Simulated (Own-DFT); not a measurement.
## Calculated data, Al₁₆O₂₃ (corundum with two vacancies, atoms displaced)

All values are calculated (Own-DFT development build). A calculation, not a measurement: plane-wave PBE density functional theory by an unreviewed code, no spin, of a simulated periodic cell, stress positive in tension, free energy of the whole cell less one offset for each atom, defect cell not probed for a lower state with spin; oxygen file: force components 24 meV/angstrom off all-electron in one glass; forces on such cells passed a denser k mesh, this cell's mesh not checked; offsets are fitted by least squares, one for each functional and potential file, so energies compare only between cells with the same atoms and settings and are not formation energies; the far tail of each file's local potential was reset to the Coulomb form; each entry is a single point on an unrelaxed cell, so the pressure reflects the starting lattice, mostly measured values, from which strain is counted, and rises with the displacements; printed positions are rounded, which can move forces by about a meV/angstrom; the program is a retired in-house code; no spin-orbit coupling; before rounding, a Quantum ESPRESSO 7.3.1 run of the same cell and cutoff gave forces within 1 meV/angstrom rms on each cell, which checks the program and not the settings.

Settings shared by all entries: functional PBE; potential files PseudoDojo norm-conserving, scalar-relativistic, standard set; wave cutoff 72 hartree; occupations Fermi-Dirac; smearing width 0.1 eV; k mesh 3 x 3 x 3 centred on Gamma.

(1) Al₁₆O₂₃ (corundum with two vacancies, atoms displaced)

```
Al16O23
1.0
      5.4940     0.0000     8.6604
     -2.7470     4.7579     8.6604
     -2.7470    -4.7579     8.6604
Al O Al O Al O Al O Al O Al O Al O Al O
4 6 4 5 4 5 4 6 4 6 4 6 4 6 4 6
Direct
  0.18670 0.17002 0.17904
  0.32622 0.32672 0.31425
  0.42791 0.42506 0.42832
  0.08834 0.06218 0.07517
  0.28291 0.46152 0.13396
  0.48249 0.11970 0.28379
  0.11660 0.27529 0.46361
  0.21625 0.03826 0.36949
  0.02156 0.37440 0.24393
  0.36831 0.23602 0.03028
  0.17332 0.17643 0.67171
  0.32890 0.33515 0.81828
  0.42589 0.42567 0.92782
  0.08051 0.07005 0.57517
  0.27779 0.46896 0.63241
  0.46208 0.12630 0.77718
  0.11212 0.27867 0.98587
  0.02196 0.36970 0.73068
  0.37368 0.21780 0.53637
  0.17391 0.67400 0.17680
  0.33226 0.81563 0.32054
  0.43206 0.92690 0.42302
  0.07140 0.56416 0.08937
  0.47104 0.62979 0.27130
  0.12885 0.77713 0.46794
  0.22763 0.52035 0.37936
  0.02884 0.88028 0.22047
  0.37923 0.73263 0.02526
  0.17998 0.67563 0.67679
  0.33154 0.81497 0.81934
  0.42451 0.92338 0.92538
  0.07054 0.57522 0.58220
  0.27426 0.96376 0.63834
  0.46841 0.61862 0.78035
  0.12351 0.78054 0.97023
  0.22601 0.51210 0.87680
  0.01394 0.89512 0.72038
  0.37304 0.72710 0.51810
  0.67390 0.17058 0.18319
  0.80993 0.34360 0.32261
  0.92574 0.42374 0.42552
  0.58098 0.08074 0.06552
  0.77479 0.48249 0.13040
  0.98025 0.12809 0.26685
  0.62588 0.27751 0.47844
  0.71492 0.02526 0.38023
  0.53233 0.38184 0.21427
  0.87328 0.23014 0.02082
  0.68031 0.17709 0.67396
  0.81304 0.32413 0.82786
  0.93190 0.42426 0.92151
  0.57151 0.07313 0.57349
  0.79199 0.47211 0.62224
  0.98054 0.12012 0.77980
  0.62081 0.28288 0.97007
  0.71679 0.02688 0.87871
  0.53499 0.36844 0.72917
  0.88076 0.23146 0.51957
  0.67216 0.67683 0.17324
  0.82466 0.82691 0.31940
  0.92518 0.93532 0.41406
  0.57661 0.56769 0.06948
  0.78136 0.97617 0.12041
  0.97800 0.62094 0.27959
  0.62752 0.78494 0.46311
  0.72173 0.53969 0.35837
  0.53727 0.87654 0.21758
  0.86708 0.72848 0.03288
  0.67874 0.67336 0.68031
  0.82134 0.82486 0.83274
  0.92614 0.92118 0.92763
  0.57045 0.57614 0.57274
  0.78927 0.96367 0.62415
  0.97077 0.62641 0.77578
  0.62169 0.78169 0.97680
  0.71114 0.54940 0.87080
  0.52997 0.86944 0.72465
  0.86345 0.73376 0.52003
```

```
free energy of cell above offsets : -49.087 eV
pressure                          : 9.37 GPa
stress xx                         : -7.71 GPa
stress yy                         : -11.19 GPa
stress zz                         : -9.2 GPa
stress yz                         : 0.67 GPa
stress xz                         : 0.3 GPa
stress xy                         : 0.01 GPa
```

Force:
```csv
element,x (eV/Å),y (eV/Å),z (eV/Å)
Al,-1.561,1.407,-2.089
Al,-0.783,-3.162,1.547
Al,-0.489,0.23,-0.462
Al,0.467,2.58,0.446
O,-0.34,3.416,-1.131
O,-1.039,0.913,-0.711
O,2.423,-1.037,3.92
O,1.21,-2.714,1.699
O,2.45,2.513,-2.345
O,1.492,-1.246,-0.052
Al,-0.557,-1.048,1.24
Al,0.46,-3.194,-2.561
Al,-0.408,-0.418,-0.339
Al,-0.982,1.492,-0.532
O,0.428,1.401,-0.471
O,0.541,0.381,1.316
O,2.047,1.193,1.366
O,0.507,1.848,0.626
O,0.163,1.298,-0.754
Al,0.126,0.424,1.654
Al,-1.581,2.24,-0.194
Al,-0.398,0.361,-0.846
Al,-0.043,1.158,-0.939
O,0.37,-1.653,-0.394
O,-0.434,-0.534,-0.127
O,-0.654,0.486,-0.345
O,0.298,-1.188,-1.407
O,-0.54,-2,-2.858
Al,-1.205,0.732,-0.829
Al,-1.515,-0.164,1.718
Al,-1.367,0.388,1.154
Al,0.263,0.945,-1.147
O,1.432,2.019,-1.297
O,0.459,0.81,0.254
O,1.069,-1.353,0.075
O,-2.564,1.844,2.456
O,2.057,-2.468,-1.291
O,0.253,-1.29,1.249
Al,1.005,1.281,1.302
Al,2.776,-1.894,0.007
Al,-1.149,-0.279,0.991
Al,-0.841,-1.266,-0.968
O,1.472,0.938,-2.483
O,-1.499,-1.149,-0.033
O,-0.264,0.665,-0.636
O,0.33,1.075,0.698
O,-0.012,-2.067,-0.934
O,-1.19,-1.11,-0.445
Al,1.081,-0.541,-0.576
Al,2.21,-0.314,1.445
Al,-0.74,-1.21,0.007
Al,-0.079,-1.253,0.841
O,-1.608,0.449,-1.208
O,-1.414,0.136,-0.63
O,-0.062,-0.6,0.192
O,-0.039,0.955,0.323
O,0.108,1.358,-0.247
O,-2.052,-1.986,-1.49
Al,-0.624,1.7,0.171
Al,0.123,-0.6,0.123
Al,-0.017,-1.129,1.219
Al,-1.254,1.033,2.284
O,-0.052,-0.046,0.09
O,-0.557,0.638,0.271
O,-0.533,-1.804,-0.738
O,-1.829,-2.563,2.149
O,-1.039,0.103,0.122
O,1.777,-0.222,0.413
Al,0.554,2.058,-0.614
Al,0.15,0.75,-1.419
Al,-0.039,0.867,0.881
Al,0.974,0.561,0.248
O,-1.316,0.754,-0.094
O,-0.234,-0.11,0.822
O,0.539,0.521,-0.262
O,1.83,-1.811,-0.409
O,-0.269,0.702,-0.341
O,1.733,-1.197,1.334
```

(2) Al₁₆O₂₃ (corundum with two vacancies, atoms displaced)

```
Al16O23
1.0
      5.4940     0.0000     8.6604
     -2.7470     4.7579     8.6604
     -2.7470    -4.7579     8.6604
Al O Al O Al O Al O Al O Al O Al O Al O
4 6 4 5 4 6 4 6 4 6 4 6 4 6 4 5
Direct
  0.18028 0.17882 0.17602
  0.32615 0.32630 0.31249
  0.42526 0.43238 0.41469
  0.07616 0.07611 0.07378
  0.27902 0.46553 0.13518
  0.46873 0.10952 0.29080
  0.12374 0.27762 0.46266
  0.22417 0.02475 0.37867
  0.03365 0.37463 0.22289
  0.37951 0.21863 0.02955
  0.17699 0.16792 0.68170
  0.31387 0.32744 0.83271
  0.42707 0.42483 0.92785
  0.07349 0.07097 0.56906
  0.26108 0.47710 0.62874
  0.47737 0.12801 0.77731
  0.12774 0.27704 0.97487
  0.04503 0.37106 0.71787
  0.37694 0.21285 0.53554
  0.17474 0.67455 0.18402
  0.32396 0.81144 0.32526
  0.42552 0.92417 0.43110
  0.07587 0.57418 0.07766
  0.28361 0.96291 0.12783
  0.47425 0.60980 0.28235
  0.12450 0.78474 0.46767
  0.22582 0.52370 0.37454
  0.02642 0.86944 0.22243
  0.38332 0.71151 0.02466
  0.17676 0.67862 0.68018
  0.31889 0.82472 0.82161
  0.42535 0.91454 0.93111
  0.07162 0.57356 0.57747
  0.27551 0.97640 0.62194
  0.46602 0.63010 0.77800
  0.13204 0.76666 0.97650
  0.21276 0.52643 0.87797
  0.03030 0.87793 0.72209
  0.37047 0.72324 0.52742
  0.67096 0.18079 0.17951
  0.82073 0.31514 0.33443
  0.93152 0.42197 0.42393
  0.58048 0.07306 0.07420
  0.77104 0.48631 0.11434
  0.97338 0.11372 0.27429
  0.62272 0.28937 0.46016
  0.71331 0.02487 0.37546
  0.52707 0.38702 0.21335
  0.87587 0.22268 0.02199
  0.68172 0.17481 0.67166
  0.82882 0.32603 0.81629
  0.94376 0.41533 0.92144
  0.58482 0.07124 0.56801
  0.78760 0.46134 0.62700
  0.97218 0.13400 0.77968
  0.61851 0.26449 0.98224
  0.72833 0.03198 0.87645
  0.52057 0.38456 0.71515
  0.88544 0.21762 0.52465
  0.67091 0.68374 0.17163
  0.82127 0.82279 0.32802
  0.92901 0.92985 0.42683
  0.56798 0.57670 0.07207
  0.77001 0.98990 0.11880
  0.96202 0.63376 0.28336
  0.62814 0.76898 0.47227
  0.72553 0.54008 0.36443
  0.51685 0.88855 0.21329
  0.87485 0.73194 0.02573
  0.67799 0.67753 0.66750
  0.82016 0.82689 0.82796
  0.92789 0.91322 0.93237
  0.57888 0.57023 0.58079
  0.78325 0.96775 0.62692
  0.96870 0.62888 0.77346
  0.62269 0.76966 0.98322
  0.72590 0.52271 0.87051
  0.87722 0.70883 0.53949
```

```
free energy of cell above offsets : -49.592 eV
pressure                          : 9 GPa
stress xx                         : -8.26 GPa
stress yy                         : -10.44 GPa
stress zz                         : -8.29 GPa
stress yz                         : -0.51 GPa
stress xz                         : -1.16 GPa
stress xy                         : 0.26 GPa
```

Force:
```csv
element,x (eV/Å),y (eV/Å),z (eV/Å)
Al,0.74,-1.265,0.22
Al,-0.421,-3.954,1.025
Al,-1.194,-3.38,-0.687
Al,0.946,-0.38,-1.75
O,0.016,3.055,-1.916
O,-0.347,2.761,1.919
O,0.683,-0.457,1.444
O,-0.395,0.86,-1.201
O,-0.235,0.132,-1.033
O,-0.864,0.789,-0.394
Al,0.412,0.343,0.712
Al,2.448,1.202,-0.419
Al,0.14,-0.397,-0.276
Al,0.671,-0.103,2.02
O,1.831,-0.196,1.424
O,0.079,-0.439,-0.438
O,-0.141,-1.272,0.037
O,-0.959,-0.772,-0.931
O,0.466,1.203,0.037
Al,0.344,0.343,-0.362
Al,0.102,0.575,1.612
Al,0.098,-0.333,-1.713
Al,-0.357,-0.21,-0.514
O,-0.596,0.748,-0.574
O,-1.227,2.944,2.129
O,-0.376,-0.671,-0.512
O,-0.713,0.121,-0.068
O,-0.557,0.486,1.002
O,-1.806,0.474,-0.417
Al,0.066,0.313,-1.668
Al,0.275,0.335,1.446
Al,0.007,1.84,0.109
Al,0.694,0.093,0.417
O,-0.051,-1.181,0.068
O,0.88,-0.635,-0.665
O,-0.696,0.596,-0.259
O,-0.029,-0.538,1.442
O,-0.104,-0.581,-0.359
O,0.981,-0.323,0.814
Al,0.898,0.657,-0.609
Al,0.791,3.226,0.046
Al,-0.747,0.895,0.235
Al,-0.907,-0.565,-0.892
O,1.934,-2.137,0.774
O,-1.396,1.657,2.267
O,0.639,-2.005,0.143
O,0.765,-0.335,1.415
O,0.606,-2.467,-1.884
O,-0.033,-0.528,1.117
Al,-1.839,-0.704,0.561
Al,-1.084,-1.567,1.32
Al,-2.977,1.331,-0.855
Al,-2.504,-1.217,-0.762
O,-0.951,1.452,-1.195
O,1.48,-1.278,-1.773
O,-0.425,2.95,1.797
O,0.613,0.797,-1.885
O,0.717,-0.844,0.382
O,-2.034,0.438,-1.946
Al,0.357,-0.962,0.389
Al,-0.156,1.306,0.264
Al,0.826,-1.63,-1.767
Al,2.973,0.193,1.04
O,2.016,-2.675,0.207
O,1.968,-0.67,-0.965
O,-0.437,0.242,0.327
O,0.012,-1.735,-0.13
O,1.385,-1.857,-0.264
O,0.191,-1.388,-0.896
Al,-1.139,-1.201,1.756
Al,0.478,-0.729,-0.625
Al,-0.848,2.177,2.169
Al,0.071,1.2,-1.727
O,-0.389,1.158,0.007
O,-0.663,-0.327,1.12
O,-0.213,2.433,-0.237
O,-0.511,0.336,-0.335
O,-0.279,2.25,-0.311
```

(3) Al₁₆O₂₃ (corundum with two vacancies, atoms displaced)

```
Al16O23
1.0
      5.4940     0.0000     8.6604
     -2.7470     4.7579     8.6604
     -2.7470    -4.7579     8.6604
Al O Al O Al O Al O Al O Al O Al O Al O
4 6 4 5 4 5 4 6 4 6 4 6 4 6 4 6
Direct
  0.17638 0.18249 0.17249
  0.33335 0.31336 0.32509
  0.42381 0.43552 0.42169
  0.08157 0.07932 0.07411
  0.27169 0.46462 0.13176
  0.46649 0.13490 0.28513
  0.11971 0.27640 0.47514
  0.20579 0.03539 0.38412
  0.02761 0.37214 0.22688
  0.37534 0.23074 0.02403
  0.16830 0.17853 0.67915
  0.32378 0.31961 0.82730
  0.41658 0.43402 0.93550
  0.06807 0.07135 0.58588
  0.27655 0.46936 0.62691
  0.46848 0.13311 0.77203
  0.11746 0.28264 0.97088
  0.03563 0.35732 0.72019
  0.37370 0.22344 0.52513
  0.18363 0.67466 0.17793
  0.32253 0.81830 0.33761
  0.43203 0.92705 0.41563
  0.06826 0.58397 0.07101
  0.47033 0.62973 0.29019
  0.13762 0.77935 0.46612
  0.22292 0.53755 0.36832
  0.01947 0.86196 0.23839
  0.36694 0.73008 0.03459
  0.18107 0.67204 0.67532
  0.32552 0.82757 0.82427
  0.42465 0.92211 0.93491
  0.07843 0.56429 0.58066
  0.27925 0.97048 0.61798
  0.47701 0.62721 0.77257
  0.11896 0.78357 0.97128
  0.21549 0.52763 0.88043
  0.03212 0.87593 0.72216
  0.37890 0.71596 0.52535
  0.68143 0.18797 0.17016
  0.82780 0.32787 0.31473
  0.92298 0.43755 0.43229
  0.57035 0.07585 0.07327
  0.78136 0.46638 0.12742
  0.96799 0.12895 0.27713
  0.61582 0.28118 0.47788
  0.72177 0.02778 0.37949
  0.53180 0.38147 0.23290
  0.87328 0.21207 0.03606
  0.68403 0.16148 0.68179
  0.82951 0.31935 0.82030
  0.92836 0.41732 0.92980
  0.57119 0.08164 0.56908
  0.77393 0.47950 0.62148
  0.96473 0.12253 0.78364
  0.61678 0.26616 0.97599
  0.71215 0.03113 0.88462
  0.52465 0.37831 0.72399
  0.86919 0.22884 0.53196
  0.68047 0.68068 0.16304
  0.82230 0.82538 0.31973
  0.93195 0.91995 0.41610
  0.57027 0.58248 0.06946
  0.78245 0.96333 0.12282
  0.97044 0.62957 0.27662
  0.61772 0.79095 0.46629
  0.73064 0.52633 0.37285
  0.53858 0.87300 0.21742
  0.86113 0.73146 0.03660
  0.67056 0.67562 0.67736
  0.82039 0.82218 0.82791
  0.91895 0.92108 0.92949
  0.57048 0.57132 0.57167
  0.77623 0.96081 0.63476
  0.97522 0.62925 0.77314
  0.62856 0.77761 0.96330
  0.71638 0.53250 0.86943
  0.52996 0.87118 0.73023
  0.85461 0.72227 0.53428
```

```
free energy of cell above offsets : -49.354 eV
pressure                          : 9.16 GPa
stress xx                         : -9.66 GPa
stress yy                         : -8.91 GPa
stress zz                         : -8.92 GPa
stress yz                         : -0.66 GPa
stress xz                         : 0.36 GPa
stress xy                         : -0.27 GPa
```

Force:
```csv
element,x (eV/Å),y (eV/Å),z (eV/Å)
Al,-0.371,-1.312,1.017
Al,-3.736,0.772,0.864
Al,0.121,-1.307,0.496
Al,1.155,-0.902,-1.725
O,-0.204,0.534,1.8
O,3.387,-1.067,-2.284
O,0.265,0.362,1.207
O,2.499,0.409,-0.489
O,0.246,1.393,-0.121
O,-0.783,-1.373,-1.436
Al,3.941,-1.663,-1.451
Al,0.597,0.931,0.894
Al,1.879,0.735,-1.487
Al,0.221,1.902,-0.2
O,-0.425,-0.048,-0.086
O,0.134,-1.759,-0.384
O,1.114,-0.153,1.074
O,-3.818,1.908,2.854
O,-0.727,-0.127,0.042
Al,-1.905,0.146,-1.871
Al,0.665,2.597,0.708
Al,-1.535,-0.169,0.733
Al,-0.172,-1.702,0.135
O,1.714,1.046,-1.324
O,-2.64,-1.203,-2.23
O,-0.038,-1.86,0.559
O,1.328,2.08,1.117
O,1.215,-0.334,-0.257
Al,-0.674,0.128,0.34
Al,-0.291,1.237,-0.931
Al,-1.463,1.901,0.257
Al,-0.724,1.212,-0.732
O,-0.445,-0.84,0.957
O,-1.675,-0.848,-0.086
O,1.131,-0.467,0.621
O,-0.023,0.585,0.029
O,-0.701,-1.489,-1.17
O,-0.73,0.085,0.648
Al,-1.596,-2.495,-1.72
Al,-1.47,-2.2,1.939
Al,1.266,-0.132,-2.164
Al,-0.238,-0.351,0.922
O,-0.294,2.17,-0.82
O,1.008,-0.461,-0.618
O,1.355,0.361,0.504
O,0.168,1.264,-0.508
O,1.062,1.261,-2.196
O,1.311,2.246,1.109
Al,-1.115,2.294,0.142
Al,-1.536,0.216,-1.153
Al,-1.426,1.318,-0.281
Al,-0.08,-0.898,0.176
O,-0.292,-1.32,0.636
O,0.355,-0.156,0.098
O,0.513,1.563,3.323
O,1.839,0.254,-1.491
O,0.011,-0.351,-0.462
O,0.345,-1.103,-0.518
Al,-1.797,-2.801,0.47
Al,-0.85,-0.489,-0.104
Al,-1.623,-1.118,1.317
Al,0.711,-0.835,0.077
O,-1.49,0.383,0.997
O,0.663,-0.212,-0.282
O,0.681,-0.997,-0.074
O,-0.832,1.023,-0.698
O,-1.728,0.273,-0.328
O,2.514,0.557,-0.555
Al,-0.476,0.873,-0.654
Al,1.229,0.982,0.122
Al,0.015,0.945,1.323
Al,0.944,-0.167,0.549
O,0.352,1.306,0.276
O,-0.058,-1.296,-0.989
O,-0.604,-1.597,0.336
O,0.639,-2.261,1.067
O,-1.052,0.533,-0.326
O,3.041,0.08,2.47
```

(4) Al₁₆O₂₃ (corundum with two vacancies, atoms displaced)

```
Al16O23
1.0
      5.4940     0.0000     8.6604
     -2.7470     4.7579     8.6604
     -2.7470    -4.7579     8.6604
Al O Al O Al O Al O Al O Al O Al O Al O
4 6 4 6 4 5 4 6 4 5 4 6 4 6 4 6
Direct
  0.17982 0.17600 0.18266
  0.32550 0.31252 0.31807
  0.42868 0.43072 0.41256
  0.08451 0.07038 0.07465
  0.27331 0.47490 0.13328
  0.47881 0.12608 0.27348
  0.12647 0.28068 0.45857
  0.21526 0.02381 0.38327
  0.02265 0.37965 0.22254
  0.36999 0.22992 0.02870
  0.17717 0.16986 0.67426
  0.33143 0.32378 0.81469
  0.42420 0.42288 0.93845
  0.07730 0.06738 0.56966
  0.27063 0.47285 0.62690
  0.46282 0.13591 0.77331
  0.11837 0.28239 0.97702
  0.23169 0.02580 0.87544
  0.02485 0.37329 0.72173
  0.38185 0.22121 0.52527
  0.17304 0.66349 0.18696
  0.32260 0.82510 0.31941
  0.42071 0.92833 0.42726
  0.07240 0.56937 0.07645
  0.48020 0.61588 0.28303
  0.12606 0.76578 0.47072
  0.23272 0.51532 0.37887
  0.02494 0.88394 0.21716
  0.36938 0.71323 0.03019
  0.18437 0.67790 0.66849
  0.31727 0.81826 0.82812
  0.41135 0.92628 0.92784
  0.06306 0.57811 0.57681
  0.27822 0.96198 0.62616
  0.47179 0.63229 0.76786
  0.12112 0.78872 0.97456
  0.22143 0.52626 0.87725
  0.01762 0.88524 0.72204
  0.37936 0.71963 0.52583
  0.67958 0.16788 0.17872
  0.82521 0.32148 0.33410
  0.92544 0.42696 0.42868
  0.57181 0.07191 0.07731
  0.76459 0.47996 0.13101
  0.62959 0.27940 0.47264
  0.72353 0.03250 0.37030
  0.53557 0.36600 0.22720
  0.86738 0.21810 0.03819
  0.67929 0.16108 0.68517
  0.83361 0.31345 0.81328
  0.92796 0.42324 0.92008
  0.58560 0.06478 0.58039
  0.78306 0.46646 0.63071
  0.95926 0.13240 0.77989
  0.63225 0.28920 0.96063
  0.72348 0.02498 0.88113
  0.53906 0.37602 0.71131
  0.88646 0.21163 0.52889
  0.67852 0.66968 0.17463
  0.81420 0.82097 0.33361
  0.92401 0.93055 0.42671
  0.58335 0.57335 0.06972
  0.77127 0.98164 0.12992
  0.97126 0.62611 0.28190
  0.63447 0.77317 0.46541
  0.73061 0.52719 0.37097
  0.52165 0.87751 0.21851
  0.87619 0.72020 0.02763
  0.67857 0.65902 0.68756
  0.81381 0.83415 0.81677
  0.92153 0.93622 0.92115
  0.55994 0.58062 0.57600
  0.78298 0.97413 0.61975
  0.97349 0.62917 0.77194
  0.62557 0.77739 0.96844
  0.72519 0.52566 0.87557
  0.52648 0.88545 0.71080
  0.86932 0.73577 0.52177
```

```
free energy of cell above offsets : -49.488 eV
pressure                          : 8.94 GPa
stress xx                         : -10.09 GPa
stress yy                         : -8.94 GPa
stress zz                         : -7.78 GPa
stress yz                         : -0.14 GPa
stress xz                         : 0.19 GPa
stress xy                         : 0.58 GPa
```

Force:
```csv
element,x (eV/Å),y (eV/Å),z (eV/Å)
Al,-1.129,0.681,-2.086
Al,-0.648,-0.17,3.689
Al,-0.003,-2.753,-0.063
Al,-1.812,-0.154,0.131
O,1.131,0.55,-1.814
O,-0.504,-1.008,-1.949
O,0.262,-1.886,0.52
O,1.838,0.595,-0.016
O,1.038,-0.636,0.125
O,1,-0.829,0.456
Al,0.696,0.937,1.719
Al,-1.892,0.711,0.374
Al,0.805,1.6,-0.433
Al,-1.386,-0.102,0.92
O,0.799,0.033,0.706
O,2.015,-1.938,0.167
O,1.035,-0.047,0.067
O,-1.645,1.219,-2.093
O,0.586,-0.138,-0.179
O,-0.575,-1.148,-1.309
Al,-0.983,1.225,1.686
Al,0.332,0.45,-1.444
Al,1.869,-0.102,0.278
Al,-0.827,1.291,0.014
O,-1.367,1.727,0.393
O,-0.032,1.39,1.751
O,-1.851,1.162,-0.988
O,0.879,-1.197,-0.194
O,1.105,0.39,1.228
Al,-1.522,-1.351,-1.408
Al,0.694,0.2,1.189
Al,1.62,-0.775,1.805
Al,1.587,-0.058,0.305
O,-1.312,0.623,0.583
O,-0.288,-1.404,-0.115
O,-0.441,-0.377,-1.674
O,0.312,0.6,0.623
O,1.438,-0.771,-0.526
O,-1.414,1.204,-0.706
Al,-0.564,1.321,1.59
Al,0.459,0.513,-1.398
Al,-0.681,0.319,-0.444
Al,0.272,0.224,0.335
O,2.776,-0.399,-0.176
O,-0.231,-0.749,-0.304
O,-0.469,-1.486,0.749
O,-0.035,1.448,-0.731
O,2.122,1.25,1.246
Al,-0.887,3.171,1.047
Al,-3.348,0.092,3.053
Al,-0.933,-0.86,0.671
Al,-1.4,3.045,-1.685
O,0.077,1.555,-0.758
O,4.213,-0.981,-0.869
O,-1.469,-1.383,-1.417
O,-0.787,0.584,-0.983
O,-0.95,-1.395,-0.369
O,-1.626,0.382,-0.414
Al,-0.088,0.243,0.965
Al,1.686,2.019,1.586
Al,1.785,2.024,-0.844
Al,-0.976,-0.894,-1.217
O,1.494,-0.281,-2.151
O,0.171,-0.133,-0.222
O,-2.687,-0.845,-1.655
O,-1.196,-0.552,0.521
O,-0.015,-0.155,0.545
O,-0.31,0.35,0.263
Al,-0.511,2.396,0.275
Al,1.858,-2.904,0.84
Al,0.295,-2.311,0.123
Al,3.07,-0.553,0.789
O,-1.09,-0.683,0.393
O,-0.951,-0.401,-0.163
O,-0.86,0.73,-0.343
O,-0.143,0.118,0.266
O,0.372,-2.575,-0.579
O,0.149,-1.988,-0.264
```
